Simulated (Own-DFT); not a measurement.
# Computed records: AlGa3N4 (wurtzite random alloy, strained, atoms displaced)

A calculation, not a measurement: plane-wave density functional theory by an unreviewed code, no spin, of a simulated periodic cell, stress positive in tension, run twice, with PBE and with PBEsol, both on files made for PBE, so the change isn't that of files made for PBEsol, forces on such cells passed a denser k mesh, this cell's mesh not checked; the far tail of each file's local potential was reset to the Coulomb form; each entry is a single point on an unrelaxed cell, so the pressure reflects the starting lattice, mostly measured values (interpolated for alloys), from which strain is counted, and rises with the displacements; printed positions are rounded, which can move forces by about a meV/angstrom; the program, named Own-DFT, is a retired in-house code; no spin-orbit coupling; stress was not checked against mesh or cutoff. Program: Own-DFT development build.

Common to all runs: functional PBE, then PBEsol; potential files PseudoDojo norm-conserving, scalar-relativistic, standard set; wave cutoff 42 hartree; occupations Fermi-Dirac; smearing width 0.1 eV; k mesh 4 x 4 x 3 centred on Gamma.

(1) 
```xyz
72
Lattice="9.7470 0.0000 0.0000 -4.8735 8.4411 0.0000 0.0000 0.0000 10.2685" Properties=species:S:1:pos:R:3:PBE_force_x:R:1:PBE_force_y:R:1:PBE_force_z:R:1:PBEsol_force_x:R:1:PBEsol_force_y:R:1:PBEsol_force_z:R:1 formula=AlGa3N4 PBE_pressure=-1.11 PBE_stress_xx=4.02 PBE_stress_yy=6.01 PBE_stress_zz=-6.7 PBE_stress_yz=-0.17 PBE_stress_xz=-0.34 PBE_stress_xy=-0.64 PBEsol_pressure=-5.63 PBEsol_stress_xx=8.5 PBEsol_stress_yy=10.41 PBEsol_stress_zz=-2.01 PBEsol_stress_yz=-0.17 PBEsol_stress_xz=-0.31 PBEsol_stress_xy=-0.63 rms_change_of_force_components_from_PBE_to_PBEsol=0.067
Ga     0.0353     1.8426    10.2003     -0.734      0.441      1.166     -0.702      0.419      1.128
Ga     1.6218     0.9164     2.5760     -0.261       0.96      0.089     -0.254      0.932      0.076
N     -0.0993     1.9412     1.9634      1.206     -0.855     -0.305      1.173     -1.004     -0.359
N      1.6651     0.8923     4.6607     -1.286      0.983     -1.914     -1.256      0.959     -1.877
Ga     0.0052     1.8705     5.1998       -0.4      0.492     -1.141     -0.369      0.493     -1.081
Ga     1.5842     0.9191     7.6842      0.459     -0.132     -0.892       0.46     -0.102     -0.856
N      0.0442     1.9227     7.0969     -0.918     -0.916      0.371     -0.862     -0.895      0.336
N      1.6195     1.0200     9.5725      0.116      -1.84        0.8      0.112     -1.782      0.765
Al    -1.5344     4.6976    10.2244     -1.248      -0.26      0.308     -1.247     -0.264      0.285
Al     0.0460     3.7256     2.5411     -0.458      0.453      0.469      -0.46      0.465       0.46
N     -1.5946     4.6647     1.9079      1.135      1.392     -0.304      0.999      1.306     -0.235
N      0.0374     3.7767     4.4723     -0.661     -0.276     -0.003     -0.641     -0.255      0.153
Ga    -1.6102     4.7343     5.1760     -0.374     -0.874     -2.535      -0.34     -0.854     -2.439
Ga     0.0769     3.7643     7.7549      -0.95     -0.287     -1.546     -0.911     -0.293     -1.515
N     -1.6381     4.6067     7.0035     -0.057      0.411      2.704      0.055      0.481      2.576
N      0.1071     3.7615     9.6362     -2.335      0.196      0.512      -2.16      0.141       0.44
Ga    -3.2493     7.4447    10.2672     -1.033      0.787     -0.346     -1.007      0.766      -0.32
Al    -1.5632     6.5958     2.5339     -0.709     -0.819      0.056     -0.707     -0.822      0.045
N     -3.2544     7.4866     1.9156      1.416     -0.018      1.041      1.273      0.043       0.98
N     -1.5297     6.6715     4.5043     -2.769     -2.088     -1.873     -2.689     -2.035     -1.688
Ga    -3.2394     7.5336     5.1362      0.336     -0.992     -0.389      0.341     -0.955      -0.35
Ga    -1.6309     6.5598     7.6286     -0.611     -1.396      1.205     -0.584     -1.329       1.16
N     -3.2311     7.3970     7.0300     -1.097      0.994      1.281     -0.926      1.043      1.179
N     -1.6525     6.6190     9.6838      0.843     -1.814     -0.722      0.821     -1.646     -0.735
Ga     3.2260     1.8563    10.1614      0.238      0.141      1.643      0.208      0.146      1.601
Al     4.8102     0.8255     2.5783      0.616      2.995      0.122      0.625      2.988      0.114
N      3.2358     1.8900     1.9254      0.308     -1.473      0.021      0.197     -1.381     -0.016
N      4.8230     0.9467     4.5087      0.156     -0.828     -0.277      0.155     -0.804     -0.128
Ga     3.1989     1.8946     5.1980       1.26      1.001     -1.727       1.23      0.945     -1.658
Ga     4.7880     0.8646     7.6935      0.708      0.582     -1.219      0.667      0.553     -1.172
N      3.2422     1.8608     7.0559     -0.311      0.717      1.953     -0.305      0.571      1.852
N      4.8547     0.9876     9.5610      0.853     -0.717      1.475      0.694     -0.762      1.373
Ga     1.5813     4.6874     0.0151      1.782       0.66       0.82      1.744       0.62      0.803
Ga     3.3085     3.7588     2.5879     -0.602     -0.499      0.256     -0.581     -0.473      0.252
N      1.6544     4.6659     1.9945     -1.191      0.103     -0.705     -1.053      0.184     -0.749
N      3.2696     3.8164     4.5036     -0.655     -0.278      1.184     -0.636     -0.279      1.143
Ga     1.5533     4.7592     5.2353      1.198     -0.922     -3.662      1.164     -0.904     -3.561
Al     3.1693     3.7357     7.7612      1.505     -0.235     -1.175      1.485     -0.251      -1.18
N      1.6758     4.6471     7.0252       -0.1      0.335      3.096     -0.243      0.415      2.952
N      3.2166     3.7108     9.6593      0.098      0.929     -1.038     -0.033      0.821     -0.916
Ga    -0.0265     7.4648     0.0267      0.515      0.949     -1.921      0.501      0.922     -1.869
Ga     1.5331     6.5478     2.5172      2.229     -0.525      0.771      2.185     -0.515      0.762
N      0.0501     7.5382     1.8870     -1.594     -0.289      1.335     -1.438     -0.405      1.189
N      1.6341     6.5861     4.4844     -0.472      0.056      0.522     -0.479       0.05      0.522
Ga    -0.0440     7.4225     5.1429      2.298      2.413      0.395      2.223      2.351      0.404
Ga     1.6576     6.5430     7.6787     -1.646     -0.862      0.866     -1.605     -0.828      0.849
N     -0.0720     7.4227     7.1132      1.722       0.54     -0.474      1.674       0.53     -0.478
N      1.6401     6.6010     9.6310      -0.42     -0.429      0.489     -0.416     -0.424      0.478
Al     6.4687     1.8750    10.1550       0.63      0.431      1.344      0.645      0.423      1.335
Ga     8.0457     0.9085     2.5884      0.139      0.789     -1.204      0.143      0.779     -1.162
N      6.4808     1.9379     1.9515     -0.859     -1.769      -1.43     -0.744      -1.68      -1.31
N      7.9924     0.9426     4.4735      2.426      -0.86      1.243      2.352     -0.845      1.213
Ga     6.5059     1.8119     5.1455      -1.86      1.525     -0.819     -1.808      1.466     -0.792
Ga     7.9616     0.7879     7.7070      1.917      1.234     -0.061       1.86      1.206     -0.046
N      6.5754     1.8466     7.0450     -1.805      0.609        0.9     -1.744      0.451      0.824
N      8.1814     0.9469     9.5753     -1.596     -0.149      1.342     -1.471     -0.206      1.261
Al     4.8253     4.5842    10.1461      0.786      1.109      1.302       0.79      1.112      1.299
Ga     6.5452     3.7859     2.5978     -0.991     -0.408     -1.484      -0.98     -0.421     -1.432
N      4.8264     4.5821     1.8905      1.639      1.831     -1.214      1.594       1.77     -1.047
N      6.3900     3.7532     4.4467      1.602      0.228      2.167      1.568      0.238      2.106
Ga     4.9045     4.7768     5.1931     -0.798     -1.716     -0.408     -0.781     -1.683     -0.409
Al     6.4974     3.7102     7.7112     -0.187      0.157     -1.959     -0.185      0.155     -1.998
N      4.8390     4.6608     7.1182      0.263      0.311       1.33      0.258      0.325      1.173
N      6.4940     3.7475     9.5157      0.556     -0.133      2.017      0.556     -0.122      2.036
Ga     3.2290     7.5107     0.1215      0.787      -0.05     -2.491      0.782     -0.051     -2.422
Ga     4.9471     6.5937     2.6555     -1.048     -1.425     -1.619     -1.031     -1.369     -1.576
N      3.3272     7.4979     1.9364     -0.932     -0.194      1.988     -0.923     -0.172      1.917
N      4.9306     6.5568     4.5364     -0.704      1.371       0.69     -0.666      1.326      0.656
Ga     3.1706     7.5397     5.2319       0.69     -0.336     -2.125      0.643     -0.327     -2.066
Al     4.9330     6.6226     7.7354     -0.828       -1.7     -0.248     -0.836     -1.673     -0.276
N      3.1887     7.4004     7.1136      2.213      0.602      0.019      2.028      0.659     -0.041
N      4.8696     6.5359     9.6234     -0.145     -0.367     -0.062     -0.129     -0.244      0.059
```

Units: PBE_pressure, PBE_stress_xx, PBE_stress_yy, PBE_stress_zz, PBE_stress_yz, PBE_stress_xz, PBE_stress_xy, PBEsol_pressure, PBEsol_stress_xx, PBEsol_stress_yy, PBEsol_stress_zz, PBEsol_stress_yz, PBEsol_stress_xz, PBEsol_stress_xy in GPa; rms_change_of_force_components_from_PBE_to_PBEsol, PBE_force_x, PBE_force_y, PBE_force_z, PBEsol_force_x, PBEsol_force_y, PBEsol_force_z in eV/Å.

(2) 
```xyz
72
Lattice="9.7470 0.0000 0.0000 -4.8735 8.4411 0.0000 0.0000 0.0000 10.2685" Properties=species:S:1:pos:R:3:PBE_force_x:R:1:PBE_force_y:R:1:PBE_force_z:R:1:PBEsol_force_x:R:1:PBEsol_force_y:R:1:PBEsol_force_z:R:1 formula=AlGa3N4 PBE_pressure=-1.33 PBE_stress_xx=3.91 PBE_stress_yy=4.97 PBE_stress_zz=-4.88 PBE_stress_yz=-0.13 PBE_stress_xz=0.55 PBE_stress_xy=-1.07 PBEsol_pressure=-5.86 PBEsol_stress_xx=8.41 PBEsol_stress_yy=9.41 PBEsol_stress_zz=-0.25 PBEsol_stress_yz=-0.12 PBEsol_stress_xz=0.54 PBEsol_stress_xy=-1.03 rms_change_of_force_components_from_PBE_to_PBEsol=0.073
Ga     0.0495     1.8825     0.0564     -0.462      0.117     -0.889     -0.464      0.101     -0.859
Ga     1.6039     0.9888     2.5928      0.891     -1.695     -0.306      0.867     -1.634     -0.282
N      0.1016     1.9372     2.0201     -1.835      0.971     -0.501     -1.776      0.784     -0.551
N      1.6080     0.9154     4.5189      0.444     -0.363      0.262      0.429     -0.184      0.192
Ga     0.0432     1.8819     5.0750     -0.821      0.154      0.484     -0.787      0.149      0.483
Ga     1.5896     1.0172     7.6198     -0.607     -1.662      1.139     -0.579      -1.62      1.105
N     -0.0593     1.8601     7.0590     -0.291      0.181     -0.132     -0.122      0.265     -0.192
N      1.7044     0.9416     9.6663     -0.705      0.749      -0.39     -0.834      0.648      -0.43
Ga    -1.5681     4.7012     0.0066      -1.94      0.002     -0.243     -1.902      0.006     -0.256
Al    -0.0567     3.7519     2.6153       1.13      0.437     -0.457      1.128       0.45     -0.465
N     -1.6401     4.7215     2.0095      2.237     -0.853     -0.917      2.065     -0.767     -0.943
N      0.0258     3.7994     4.5326     -0.424     -0.388     -0.855      -0.41     -0.387     -0.697
Ga    -1.6655     4.6686     5.1428      0.718      1.004      0.537      0.691      0.977      0.528
Ga     0.0078     3.7466     7.6572     -1.213      0.284     -0.643      -1.18      0.291      -0.61
N     -1.7200     4.7605     7.1185      1.743     -0.667     -1.027      1.698     -0.662     -1.019
N     -0.1139     3.7965     9.5327      2.227     -1.032      1.846      2.176     -1.003      1.802
Ga    -3.2553     7.5253    10.2434     -0.185     -0.244       0.66     -0.178      -0.25       0.64
Ga    -1.5819     6.5331     2.5868     -0.796      1.245     -1.236     -0.795      1.206     -1.183
N     -3.2709     7.4461     1.9690      1.877      1.722     -0.851      1.821      1.673     -0.841
N     -1.6180     6.6027     4.4207      0.563      0.568      3.033      0.554       0.43      2.851
Al    -3.1741     7.5620     5.1493     -0.816     -1.067     -0.705     -0.816     -1.069     -0.732
Ga    -1.5916     6.5938     7.6996      -0.65      0.068     -0.545     -0.635      0.046     -0.503
N     -3.2900     7.4892     7.0202      0.915      0.808      0.123       0.88      0.786      0.292
N     -1.6655     6.5643     9.6227      0.026     -0.063       0.63      0.044      -0.05      0.618
Al     3.2282     1.8899    10.2602      0.553      -0.02      0.483      0.557     -0.009      0.493
Ga     4.8857     0.9017     2.5789      -0.29      1.265      0.533     -0.291       1.23      0.513
N      3.1957     1.8461     1.9655       1.22      0.399     -0.774       1.18      0.385     -0.622
N      4.8991     0.9793     4.6807      0.577     -1.586     -1.772      0.406     -1.502     -1.816
Ga     3.2420     1.8386     5.1084     -0.008      0.637      0.176     -0.019      0.615      0.183
Ga     4.8834     0.9367     7.8007     -1.014     -0.502     -2.595     -0.966     -0.493     -2.515
N      3.1241     1.8210     7.0213      2.115       2.05      0.899      2.039      1.895      0.833
N      4.8132     0.9679     9.6083     -0.293      -0.33      2.932     -0.168      -0.39      2.793
Ga     1.6408     4.7069    10.2606     -0.295     -0.936     -0.678     -0.281     -0.881     -0.642
Ga     3.2342     3.7449     2.6337      1.037      0.238     -2.671      0.987      0.231     -2.588
N      1.6652     4.6754     1.8818     -1.549     -0.272      1.643     -1.426     -0.208      1.573
N      3.2384     3.7386     4.4611      1.333      0.333      2.279      1.196       0.28       2.17
Ga     1.6861     4.6732     5.0844     -0.643     -0.229        0.8     -0.642     -0.232      0.781
Al     3.2726     3.7590     7.6979     -0.054     -0.405     -0.441      -0.06     -0.396     -0.444
N      1.5658     4.6692     7.0539      2.069     -0.005      0.149      1.924      0.048      0.102
N      3.3158     3.7297     9.6587      -1.89     -0.948     -1.262     -1.826     -0.775     -1.149
Ga    -0.1253     7.4625     0.0203      1.565       0.82     -0.286      1.523      0.791      -0.28
Ga     1.6013     6.4878     2.6655      0.823      0.998     -4.956      0.822      0.972     -4.814
N      0.0125     7.5457     1.9718      0.046     -1.258     -0.093      0.028     -1.234     -0.098
N      1.6958     6.5070     4.4060      -1.44       0.81      4.521     -1.309      0.733      4.367
Al     0.0234     7.4918     5.1157     -0.259      0.097      0.435     -0.245      0.076      0.408
Ga     1.6846     6.5553     7.6890     -1.118     -0.395      0.371     -1.111     -0.397      0.379
N      0.0338     7.4725     7.0869       0.13      0.254     -0.998      0.119      0.248      -0.84
N      1.6103     6.5079     9.6670       0.41      1.404     -0.014      0.294      1.281     -0.071
Ga     6.5003     1.8543     0.0097     -0.218      0.777      -0.65     -0.197      0.761     -0.632
Ga     8.1709     0.9121     2.5361     -0.356      1.668      0.175     -0.341      1.595      0.193
N      6.4934     1.8880     1.9543      0.262     -0.004      0.408      0.263     -0.004      0.383
N      8.1309     0.9792     4.4733     -0.539     -0.349      1.183     -0.391     -0.405      1.087
Al     6.5234     1.8100     5.1234     -0.179      1.298      1.012     -0.166      1.324      0.996
Al     8.1753     0.9300     7.6840     -1.493      0.005      0.637     -1.501      0.006      0.637
N      6.3892     1.8408     7.1478      2.844     -0.069     -1.627      2.674     -0.018     -1.509
N      8.1174     0.9574     9.6709      0.645      -1.27     -0.705      0.622     -1.125     -0.598
Ga     4.8345     4.6729    10.1775      1.799      0.757      1.063      1.763      0.735      1.046
Ga     6.6169     3.7576     2.5705      -2.71     -0.099      0.252     -2.637     -0.073      0.245
N      4.9103     4.7899     1.8887     -0.255     -1.734      0.437     -0.248     -1.682      0.422
N      6.4877     3.8228     4.5823     -0.561      -1.73     -0.566     -0.389     -1.653     -0.637
Al     4.9253     4.7780     5.1348     -0.256     -0.974      0.483      -0.28     -0.969      0.478
Ga     6.5229     3.7477     7.6730     -0.094     -0.712      0.356     -0.109     -0.664      0.377
N      4.9567     4.6566     7.1384     -2.668      0.578     -1.521     -2.483      0.612     -1.406
N      6.5011     3.7861     9.5867      0.253     -0.455      1.498      0.238     -0.447      1.448
Al     3.2418     7.4299    10.2123      0.093      1.253      1.176      0.093      1.246       1.18
Ga     4.9741     6.5802     2.5653     -1.921     -0.269     -0.262     -1.868     -0.259     -0.238
N      3.3021     7.6257     2.0185     -0.408     -3.253     -2.167     -0.384      -3.15     -2.018
N      4.9329     6.5531     4.4766      0.248       0.31      1.659      0.141      0.399      1.517
Ga     3.2437     7.4166     5.0888      1.278      1.151      0.335      1.261      1.102      0.297
Ga     4.8979     6.6120     7.7500       0.63     -1.107     -2.013       0.63     -1.085      -1.94
N      3.2857     7.4518     7.1582     -0.429      1.515     -1.328     -0.422      1.341     -1.334
N      4.8935     6.6084     9.5692     -1.016      0.019      2.466     -0.873     -0.042      2.338
```

Units: PBE_pressure, PBE_stress_xx, PBE_stress_yy, PBE_stress_zz, PBE_stress_yz, PBE_stress_xz, PBE_stress_xy, PBEsol_pressure, PBEsol_stress_xx, PBEsol_stress_yy, PBEsol_stress_zz, PBEsol_stress_yz, PBEsol_stress_xz, PBEsol_stress_xy in GPa; rms_change_of_force_components_from_PBE_to_PBEsol, PBE_force_x, PBE_force_y, PBE_force_z, PBEsol_force_x, PBEsol_force_y, PBEsol_force_z in eV/Å.
